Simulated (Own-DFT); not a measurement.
# How strain changes the stress of wurtzite AlGaN with randomly placed atoms, 72 atoms (Al27Ga9N36)

All numbers below are calculated, not measured. They come from Own-DFT, an in-house plane-wave density functional program, since retired, whose code no person has reviewed. Each row is one single-point run on a periodic cell that was not relaxed, without spin or spin-orbit coupling.

Settings of every run: PBEsol; PseudoDojo norm-conserving scalar-relativistic files, made for PBE; cutoff 42 hartree; 4 x 4 x 3 k mesh centred on Gamma; Fermi-Dirac smearing of 0.1 eV.

Known limits: forces on such cells passed a denser k mesh, each cell not checked; stress not checked against mesh or cutoff.

Unstrained cell vectors in Å: (9.394, 0.000, 0.000); (-4.697, 8.135, 0.000); (0.000, 0.000, 10.066). The unstrained cell has measured lattice constants (interpolated for alloys), not those of this functional. That, the random moves and any unrelaxed bonds set the pressure at no strain. Each run strains this cell uniformly, with the atoms carried along. Every atom was also moved at random, by a Gaussian of width 0.05 Å on each axis. The random placing of the alloy's atoms differs from row to row. Strain is the symmetric tensor, in per cent. Stress is positive in tension, and the pressure is minus a third of its trace.

```
run,e_xx (%),e_yy (%),e_zz (%),s_xx (GPa),s_yy (GPa),s_zz (GPa),P (GPa),E (meV/atom)
1,-3.00,-3.00,0.00,-23.71,-19.12,-10.56,17.79,47.9
2,-1.25,-1.25,0.00,-10.80,-12.02,-4.43,9.08,21.7
3,1.00,1.00,0.00,0.62,1.75,-0.97,-0.47,6.0
4,-1.00,-1.00,0.00,-10.53,-9.41,-4.07,8.00,19.2
5,-1.75,-1.75,0.00,-13.17,-13.10,-7.28,11.18,19.4
6,2.00,2.00,0.00,7.49,6.71,-1.35,-4.28,0.0
7,-1.50,-1.50,0.00,-10.34,-14.62,-6.06,10.34,20.6
8,-0.75,-0.75,0.00,-7.61,-7.60,-6.26,7.16,22.7
9,0.75,0.75,0.00,?,?,?,?,?
```

E is the free energy for each atom above the lowest run shown.

## Worked fit

The change of volume is close to e_xx + e_yy + e_zz. A straight line through the runs shown gives P = 4.01 - 218 x (fractional change of volume) GPa, with an error of 6 on the slope and a scatter of 0.50 GPa. The strain isn't the same on all axes and the cell isn't cubic, so the slope belongs to this path and is not the bulk modulus.

## Withheld run

Question: what pressure should run 9 give? Its volume changes by 1.51 %.

The line gives 0.7 GPa. The calculation gave 0.15 GPa.
